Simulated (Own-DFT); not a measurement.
## Calculated data, GaP (zincblende, strained, atoms displaced), SiC (4H silicon carbide, atoms displaced)

A calculation, not a measurement: plane-wave PBE density functional theory by an unreviewed code, no spin, of a simulated periodic cell, stress positive in tension, free energy of the whole cell less one offset for each atom, forces on such cells passed a denser k mesh, this cell's mesh not checked; offsets are fitted by least squares, one for each functional and potential file, so energies compare only between cells with the same atoms and settings and are not formation energies; the far tail of each file's local potential was reset to the Coulomb form; each entry is a single point on an unrelaxed cell, so the pressure reflects the starting lattice, mostly measured values (interpolated for alloys), from which strain is counted, and rises with the displacements; printed positions are rounded, which can move forces by about a meV/angstrom; the program, named Own-DFT, is a retired in-house code; no spin-orbit coupling. Program: Own-DFT development build.

Settings shared by all entries: functional PBE; potential files PseudoDojo norm-conserving, scalar-relativistic, standard set; wave cutoff 42 hartree; occupations Fermi-Dirac; smearing width 0.1 eV; k mesh 3 x 3 x 3 centred on Gamma.

(1) GaP (zincblende, strained, atoms displaced)

```
GaP
1.0
     10.8620     0.0000     0.0000
      0.0000    10.8620     0.0000
      0.0000     0.0000    10.9361
Ga P Ga P Ga P Ga P Ga P Ga P Ga P Ga P
4 4 4 4 4 4 4 4 4 4 4 4 4 4 4 4
Direct
  0.99342 0.99592 0.99948
  0.00082 0.25811 0.25062
  0.25131 0.00182 0.25180
  0.24473 0.25922 0.00831
  0.12454 0.12610 0.12005
  0.12284 0.37507 0.36809
  0.37677 0.12975 0.37162
  0.38321 0.37761 0.12730
  0.99617 0.99455 0.49004
  0.00212 0.25316 0.75131
  0.24931 0.00085 0.76377
  0.25429 0.25220 0.50254
  0.13301 0.12454 0.62657
  0.13063 0.36270 0.86887
  0.38485 0.13090 0.86782
  0.37639 0.37443 0.62656
  0.99287 0.49963 0.99999
  0.99913 0.75825 0.24716
  0.25377 0.50413 0.25398
  0.25317 0.75032 0.99912
  0.12282 0.62585 0.12422
  0.12094 0.88334 0.36149
  0.36938 0.61537 0.37585
  0.37135 0.87729 0.11883
  0.99926 0.50089 0.50653
  0.99757 0.74593 0.74834
  0.25406 0.49757 0.74731
  0.25202 0.75756 0.50302
  0.12404 0.62613 0.62314
  0.12955 0.86676 0.87109
  0.38285 0.62330 0.87966
  0.37440 0.88265 0.62398
  0.49971 0.00516 0.99453
  0.49416 0.24874 0.24394
  0.74697 0.00104 0.24596
  0.75586 0.25085 0.99899
  0.62797 0.12695 0.11943
  0.62775 0.37045 0.38206
  0.87447 0.12732 0.37663
  0.86686 0.37021 0.13014
  0.49183 0.00554 0.50383
  0.48846 0.25218 0.75636
  0.75541 0.99789 0.74862
  0.74762 0.25275 0.49559
  0.62338 0.11943 0.62671
  0.62453 0.36833 0.87849
  0.87069 0.12247 0.87736
  0.87047 0.37448 0.63092
  0.50636 0.49605 0.99757
  0.50708 0.75052 0.24874
  0.74174 0.49798 0.25177
  0.73660 0.75094 0.99937
  0.62558 0.61986 0.12900
  0.62202 0.87770 0.38089
  0.87536 0.63415 0.37384
  0.87813 0.87644 0.12815
  0.50574 0.50642 0.50177
  0.50138 0.75345 0.75432
  0.74988 0.49295 0.74826
  0.75095 0.74856 0.50203
  0.61866 0.62759 0.62985
  0.62493 0.87349 0.87447
  0.88063 0.61866 0.87106
  0.87027 0.86862 0.63112
```

| Property | Result |
| --- | --- |
| hardware | one NVIDIA H100 |
| free energy of cell above offsets | -32.945 eV |
| pressure | 3.7 GPa |
| stress xx | -3.77 GPa |
| stress yy | -3.92 GPa |
| stress zz | -3.42 GPa |
| stress yz | 0.33 GPa |
| stress xz | -0.65 GPa |
| stress xy | -0.23 GPa |
| wall time | 507.1 s |

Force:
```csv
element,x (eV/Å),y (eV/Å),z (eV/Å)
Ga,0.976,0.139,-0.367
Ga,-0.282,-1.336,-0.381
Ga,0.22,0.605,-0.884
Ga,1.131,-0.788,-0.336
P,-0.322,-0.171,0.571
P,0.603,0.547,1.4
P,-0.391,-0.305,0.354
P,-1.162,0.563,-0.411
Ga,0.155,0.484,1.366
Ga,-0.448,-1.241,-0.554
Ga,0.321,0.346,-1.03
Ga,-0.552,-0.015,-0.501
P,-1.048,-0.411,-0.246
P,-0.349,2.029,0.793
P,-2.332,-1.268,2.349
P,0.428,0.557,-0.62
Ga,0.873,-0.848,0.293
Ga,0.242,-1.106,-0.026
Ga,-1.004,-0.793,-1.184
Ga,-0.276,-0.65,0.084
P,0.199,-0.127,0.015
P,0.715,-0.928,1.429
P,1.256,2.019,0.726
P,0.84,0.165,0.707
Ga,-0.296,-0.142,-0.883
Ga,0.449,0.012,0.053
Ga,-0.302,0.482,0.438
Ga,-0.46,-0.343,-0.766
P,0.612,0.071,0.253
P,-0.98,0.409,0.586
P,-0.708,-0.044,-0.506
P,-0.302,-0.605,1.002
Ga,0.142,-0.275,0.294
Ga,1.35,-0.191,0.511
Ga,0.082,0.066,0.629
Ga,-0.567,-0.298,0.054
P,-0.43,-0.086,0.318
P,-1.331,0.835,-1.143
P,-0.131,0.056,-0.591
P,0.628,0.94,-0.321
Ga,0.735,0.032,-0.594
Ga,2.214,0.741,-1.732
Ga,-0.792,0.223,0.208
Ga,0.602,-1.135,1.345
P,0.101,1.034,0.142
P,0.311,0.297,-0.616
P,0.817,0.206,-0.584
P,0.657,-0.516,-1.042
Ga,-0.051,0.214,0.348
Ga,-1.043,0.079,0.319
Ga,0.94,0.038,0.717
Ga,1.652,-0.588,0.344
P,-0.3,0.37,-0.627
P,0.136,0.061,-0.308
P,0.038,-1.078,0.001
P,-1.405,-0.215,-0.79
Ga,-0.548,-0.816,-0.065
Ga,-0.651,0.004,-0.462
Ga,-0.76,0.817,0.64
Ga,-0.653,0.039,0.026
P,1.062,-0.103,-0.05
P,-0.037,0.839,-0.111
P,-1.458,0.646,0.336
P,0.884,0.458,-0.922
```

(2) SiC (4H silicon carbide, atoms displaced)

```
SiC
1.0
     12.3308     0.0000     0.0000
     -6.1654    10.6788     0.0000
      0.0000     0.0000    10.0681
Si C Si C Si C Si C Si C Si C Si C Si C Si C Si C Si C Si C Si C Si C Si C Si C Si C Si C Si C Si C Si C Si C Si C Si C Si C Si C Si C Si C Si C Si C Si C Si C
2 2 2 2 2 2 2 2 2 2 2 2 2 2 2 2 2 2 2 2 2 2 2 2 2 2 2 2 2 2 2 2 2 2 2 2 2 2 2 2 2 2 2 2 2 2 2 2 2 2 2 2 2 2 2 2 2 2 2 2 2 2 2 2
Direct
  0.99750 0.99647 0.40835
  0.08735 0.16585 0.15006
  0.99834 0.99795 0.08971
  0.08797 0.16885 0.34880
  0.99779 0.24993 0.40676
  0.08494 0.41691 0.15987
  0.00398 0.24730 0.09174
  0.08080 0.41199 0.33994
  0.00152 0.50080 0.40986
  0.08268 0.66366 0.15083
  0.99834 0.49816 0.09690
  0.08771 0.67063 0.34838
  0.99894 0.74837 0.40517
  0.08400 0.91819 0.15792
  0.99992 0.74789 0.09105
  0.08638 0.91898 0.34216
  0.25501 0.00166 0.40429
  0.33087 0.16461 0.15650
  0.24960 0.99789 0.09335
  0.33301 0.16252 0.34101
  0.25014 0.25134 0.41046
  0.33243 0.41596 0.16023
  0.25200 0.24920 0.09208
  0.32659 0.41429 0.33998
  0.25063 0.49751 0.40409
  0.33337 0.66611 0.16109
  0.24939 0.49615 0.09204
  0.33194 0.66380 0.34368
  0.24810 0.74689 0.40396
  0.33065 0.91341 0.15979
  0.24699 0.74648 0.09399
  0.33606 0.91361 0.35071
  0.49724 0.00020 0.40413
  0.58611 0.16852 0.15904
  0.49759 0.00161 0.09548
  0.58662 0.16889 0.34221
  0.50162 0.24882 0.40339
  0.58046 0.41568 0.15595
  0.50181 0.24922 0.09661
  0.58180 0.41410 0.34405
  0.50070 0.50160 0.40613
  0.58586 0.66905 0.15654
  0.49505 0.49590 0.09504
  0.58564 0.66827 0.34489
  0.49788 0.74952 0.40520
  0.58475 0.91742 0.15236
  0.50110 0.74630 0.09027
  0.58441 0.91758 0.34536
  0.74864 0.99921 0.40707
  0.83129 0.16795 0.15631
  0.75303 0.99962 0.08689
  0.83111 0.16621 0.34289
  0.74702 0.25070 0.40735
  0.83241 0.41717 0.15563
  0.75003 0.24735 0.09120
  0.83336 0.41615 0.34398
  0.75379 0.50366 0.40764
  0.83477 0.66935 0.16100
  0.75153 0.50252 0.08863
  0.82952 0.66665 0.34538
  0.74657 0.74656 0.40968
  0.83517 0.91870 0.15450
  0.74694 0.74629 0.09353
  0.83065 0.91791 0.34601
  0.00475 0.00237 0.90530
  0.91265 0.83199 0.65791
  0.99669 0.99534 0.59263
  0.91829 0.83457 0.84074
  0.00352 0.75321 0.91081
  0.91668 0.58698 0.65362
  0.00035 0.74865 0.59388
  0.91457 0.58303 0.84621
  0.00135 0.50238 0.90711
  0.91650 0.33737 0.65938
  0.00123 0.49695 0.59637
  0.91698 0.33067 0.84700
  0.99987 0.25102 0.90413
  0.91456 0.07936 0.65576
  0.00384 0.25292 0.58939
  0.92411 0.09054 0.84041
  0.75272 0.00077 0.90688
  0.66778 0.83405 0.65583
  0.74726 0.99892 0.59728
  0.66841 0.83461 0.84033
  0.74965 0.74937 0.91060
  0.66825 0.58392 0.65622
  0.74815 0.74485 0.59960
  0.66920 0.58442 0.84420
  0.74994 0.49510 0.90584
  0.66631 0.33197 0.65758
  0.75263 0.50008 0.58965
  0.67117 0.33348 0.84018
  0.74284 0.24428 0.90289
  0.66820 0.08465 0.65607
  0.74955 0.24873 0.59486
  0.67007 0.08756 0.84391
  0.50533 0.00486 0.90572
  0.41090 0.82997 0.66226
  0.49446 0.99974 0.59627
  0.41754 0.83353 0.85155
  0.50014 0.75051 0.91090
  0.41656 0.58391 0.65757
  0.49892 0.74790 0.59554
  0.42348 0.58952 0.84341
  0.50099 0.49816 0.90632
  0.41794 0.33864 0.65661
  0.49574 0.49626 0.59351
  0.42125 0.33622 0.84461
  0.49743 0.24984 0.90264
  0.41749 0.08568 0.65787
  0.50321 0.24996 0.59010
  0.41843 0.08655 0.84147
  0.25235 0.00075 0.91038
  0.17088 0.83752 0.65779
  0.24924 0.99835 0.59692
  0.16948 0.83547 0.84516
  0.25069 0.74934 0.90246
  0.16063 0.58027 0.65910
  0.25349 0.75336 0.59368
  0.16644 0.58520 0.84549
  0.24823 0.50027 0.91148
  0.16319 0.33154 0.65187
  0.25862 0.50477 0.59680
  0.17215 0.33933 0.84641
  0.24601 0.25019 0.90327
  0.16416 0.08176 0.66159
  0.25044 0.25146 0.59210
  0.16912 0.08184 0.84297
```

| Item | Value |
| --- | --- |
| hardware | one NVIDIA H200 |
| free energy of cell above offsets | -19.123 eV |
| pressure | 3.73 GPa |
| stress xx | -2.6 GPa |
| stress yy | -3.31 GPa |
| stress zz | -5.28 GPa |
| stress yz | 0.1 GPa |
| stress xz | -0.55 GPa |
| stress xy | -0.05 GPa |
| wall time | 536.7 s |

Force:
```csv
element,x (eV/Å),y (eV/Å),z (eV/Å)
Si,0.353,1.142,-0.72
Si,-0.636,-0.04,1.693
C,0.671,0.223,0.607
C,-1.096,-1.065,-1.048
Si,0.7,-0.574,-0.832
Si,-0.156,-0.836,-1.54
C,-1.346,0.547,0.317
C,-0.06,1.316,1.709
Si,0.163,-0.368,-0.945
Si,-0.282,0.287,1.423
C,0.435,-0.094,-0.586
C,-1.105,-1.43,-1.253
Si,0.148,0.89,0.375
Si,0.076,-0.632,-0.697
C,-0.258,0.734,1.639
C,-0.264,-0.748,0.646
Si,-0.801,-0.824,1.066
Si,0.916,0.28,-0.426
C,-0.141,0.204,0.634
C,-0.179,1.238,0.819
Si,0.569,-0.704,-1.12
Si,-0.049,-0.494,-1.55
C,-0.103,0.078,-0.261
C,1.886,0.291,1.368
Si,-1.045,0.204,0.992
Si,0.131,-0.454,-1.632
C,-0.376,1.001,1.359
C,-0.012,0.193,0.309
Si,0.923,0.662,1.331
Si,0.325,0.139,-0.338
C,0.68,0.427,-0.185
C,-1.299,0.059,-1.603
Si,1.527,0.345,1.122
Si,-0.292,-0.328,-0.822
C,0.78,-0.281,-0.213
C,-0.599,-0.749,0.579
Si,-0.521,0.118,0.181
Si,0.695,0.204,-0.068
C,-0.592,-0.066,-0.934
C,0.149,0.968,0.118
Si,-0.264,-0.857,-0.262
Si,-0.332,-1.404,0.059
C,0.586,1.032,0.005
C,-0.824,-0.397,-0.093
Si,0.409,0.278,0.739
Si,-0.137,-0.162,0.42
C,-0.793,0.89,1.788
C,-0.504,-0.301,-0.607
Si,-0.266,0.537,0.176
Si,1.631,-0.393,-0.451
C,-0.759,0.299,1.602
C,-0.078,0.006,0.493
Si,1.161,0.004,0.062
Si,-0.096,-0.328,-0.131
C,-0.713,0.745,0.039
C,-0.031,0.609,0.258
Si,-0.658,-1.441,-0.848
Si,-0.042,-0.842,-1.503
C,-0.318,-0.526,1.572
C,1.026,0.356,0.026
Si,0.101,1.211,0.151
Si,-0.351,-0.71,0.35
C,0.747,1.239,0.633
C,0.878,-0.774,-0.33
Si,-0.886,-0.548,-0.634
Si,1.235,-0.364,-0.329
C,0.022,0.433,0.582
C,-0.114,0.039,1.514
Si,-0.595,-0.654,-1.775
Si,0.679,-0.85,1.075
C,-0.229,1.03,-0.212
C,0.81,0.499,-0.583
Si,-0.526,-0.816,0.162
Si,0.781,-1.731,-0.08
C,-1.333,0.915,-0.53
C,-1.061,0.911,-0.331
Si,0.933,0.509,0.617
Si,0.119,1.193,-0.408
C,-1.601,-0.927,0.954
C,-0.263,-1.594,0.474
Si,0.31,0.238,-1.514
Si,-0.617,-0.837,0.135
C,0.584,0.215,-0.86
C,-0.103,0.103,1.354
Si,0.296,0.239,-1.452
Si,-0.359,-1.379,0.439
C,-0.523,1.27,-1.435
C,0.02,-0.717,0.208
Si,-0.529,1.323,-0.335
Si,0.166,0.357,-1.09
C,-0.53,-0.07,1.049
C,-1.458,-0.454,0.725
Si,1.67,2,0.947
Si,-1.072,-0.619,-0.019
C,0.145,0.554,-0.218
C,0.211,-1.896,-0.324
Si,-0.946,-0.669,0.309
Si,1.62,0.894,-0.545
C,1.486,-0.131,-0.269
C,-0.046,0.499,-0.752
Si,0.703,0.147,-1.643
Si,0.975,0.452,0.429
C,-0.139,0.788,-0.469
C,-0.821,-1.424,0.7
Si,-0.371,1.185,0.185
Si,0.638,-1.835,-0.123
C,0.703,1.759,-0.333
C,-1.244,-0.713,-0.461
Si,1.186,0.336,1.061
Si,-0.364,-0.136,-0.665
C,-1.044,0.313,0.59
C,0.108,-0.547,0.943
Si,0.368,-0.067,-0.973
Si,-0.458,-1.125,-0.266
C,-0.291,1.259,-0.782
C,-0.07,-0.16,0.164
Si,-0.242,0.53,1.21
Si,2.14,1.193,-0.456
C,-1.184,-1.543,0.12
C,0.195,-0.586,0.03
Si,1.13,0.925,-1.427
Si,1.237,1.396,0.97
C,-2.566,-1.442,-1.024
C,-1.088,-1.094,-1.123
Si,1.582,0.332,0.435
Si,0.502,0.078,-1.888
C,0.177,-0.546,1.294
C,-0.346,0.624,0.987
```

(3) GaP (zincblende, strained, atoms displaced)

```
GaP
1.0
     10.8620     0.0000     0.0000
      0.0000    10.8620     0.0000
      0.0000     0.0000    10.9361
Ga P Ga P Ga P Ga P Ga P Ga P Ga P Ga P
4 4 4 4 4 4 4 4 4 4 4 4 4 4 4 4
Direct
  0.99808 0.99755 0.99192
  0.00002 0.24856 0.24982
  0.24258 0.00256 0.24709
  0.24999 0.25087 0.00149
  0.13230 0.13159 0.12136
  0.12769 0.37190 0.37811
  0.37012 0.12503 0.38018
  0.37492 0.37488 0.12991
  0.99781 0.99557 0.49342
  0.99918 0.25362 0.74948
  0.23939 0.00113 0.75232
  0.25408 0.25409 0.49766
  0.12911 0.11819 0.62434
  0.12997 0.37118 0.88067
  0.37509 0.11791 0.87629
  0.37454 0.37010 0.62220
  0.99854 0.49747 0.00017
  0.00521 0.75285 0.25066
  0.25314 0.50592 0.25517
  0.25841 0.75135 0.99699
  0.12549 0.62661 0.12001
  0.12266 0.86769 0.37887
  0.37722 0.62281 0.38811
  0.37883 0.87435 0.12062
  0.00153 0.50216 0.48962
  0.99915 0.75029 0.75607
  0.25706 0.49936 0.75229
  0.24544 0.74654 0.50342
  0.12558 0.63267 0.62692
  0.12058 0.87326 0.87903
  0.37279 0.62550 0.87349
  0.36777 0.87039 0.62520
  0.50783 0.00086 0.99773
  0.49452 0.24273 0.25234
  0.75226 0.99736 0.24399
  0.75312 0.24915 0.00016
  0.62445 0.12306 0.13324
  0.63629 0.37890 0.37371
  0.87954 0.12008 0.37572
  0.87363 0.37329 0.12139
  0.50141 0.99372 0.50091
  0.50495 0.25872 0.75658
  0.74937 0.00070 0.74772
  0.74945 0.25342 0.50025
  0.62290 0.13187 0.62110
  0.62066 0.37582 0.87367
  0.87466 0.12169 0.87282
  0.87859 0.37978 0.61296
  0.50332 0.49357 0.00267
  0.49437 0.75154 0.25218
  0.74394 0.49936 0.25280
  0.74928 0.74431 0.00573
  0.61525 0.62292 0.11982
  0.63186 0.87762 0.38401
  0.87974 0.61619 0.37391
  0.86705 0.87229 0.12483
  0.49759 0.49853 0.50414
  0.49550 0.74937 0.74927
  0.75493 0.49810 0.75192
  0.75113 0.75541 0.51058
  0.63028 0.62384 0.63289
  0.62849 0.87918 0.87640
  0.87773 0.63194 0.86753
  0.87642 0.87881 0.62582
```

| Property | Result |
| --- | --- |
| hardware | one NVIDIA H100 |
| free energy of cell above offsets | -33.457 eV |
| pressure | 3.56 GPa |
| stress xx | -3.7 GPa |
| stress yy | -3.79 GPa |
| stress zz | -3.2 GPa |
| stress yz | 0.18 GPa |
| stress xz | -0.21 GPa |
| stress xy | -0.06 GPa |
| wall time | 505.6 s |

Force:
```csv
element,x (eV/Å),y (eV/Å),z (eV/Å)
Ga,-0.095,0.403,1.319
Ga,0.171,0.027,-0.067
Ga,0.613,-0.553,0.348
Ga,1.215,-0.07,-0.25
P,-1.632,-0.978,0.218
P,-0.115,0.411,-0.774
P,0.454,-0.857,-0.463
P,0.023,0.002,-0.168
Ga,0.544,0.152,0.852
Ga,0.277,-0.276,-0.411
Ga,0.977,-0.654,0.229
Ga,-0.707,-0.813,0.565
P,-0.957,1.181,-0.692
P,-0.543,0.672,-0.924
P,0.086,0.9,-0.161
P,0.369,0.542,0.854
Ga,0.155,0.389,-0.371
Ga,-0.838,-0.718,-0.457
Ga,-0.34,-0.225,-0.207
Ga,-0.838,-0.096,0.257
P,0.336,0.021,0.421
P,0.643,0.805,-0.563
P,-0.293,0.595,-1.131
P,-0.291,0.628,0.602
Ga,1.002,-0.099,1.176
Ga,0.496,0.767,-1.22
Ga,-0.912,-0.158,-0.521
Ga,0.511,0.275,-0.229
P,-0.602,-1.485,0.386
P,0.788,-0.229,-0.199
P,0.928,-0.455,0.425
P,0.394,0.714,0.253
Ga,-0.329,0.127,0.411
Ga,0.478,0.735,0.425
Ga,-0.159,0.263,1.17
Ga,-0.625,-0.428,-0.099
P,0.093,0.389,-0.927
P,-2.235,-0.997,0.545
P,-0.779,0.643,-0.541
P,-0.034,0.373,0.69
Ga,-0.635,0.606,0.436
Ga,-1.208,-1.596,-1.004
Ga,-0.292,0.358,-0.282
Ga,0.5,-0.529,-0.293
P,-0.044,-0.455,0.6
P,1.635,0.344,0.789
P,-0.132,0.668,-0.18
P,0.012,-0.321,1.353
Ga,-1.133,0.214,-0.361
Ga,0.499,-0.049,0.526
Ga,0.908,0.781,-1.282
Ga,-0.273,0.132,-0.86
P,0.837,0.287,1.156
P,-0.371,-0.529,-1.271
P,-1.077,1.858,-0.624
P,1.435,-0.066,-0.157
Ga,1.289,-0.236,0.239
Ga,0.558,0.27,0.165
Ga,0.1,-0.128,-0.296
Ga,0.294,-1.092,-0.566
P,-0.712,0.057,-0.49
P,-0.067,-0.961,-0.377
P,-0.722,-1.378,1.586
P,0.373,-0.156,0.418
```
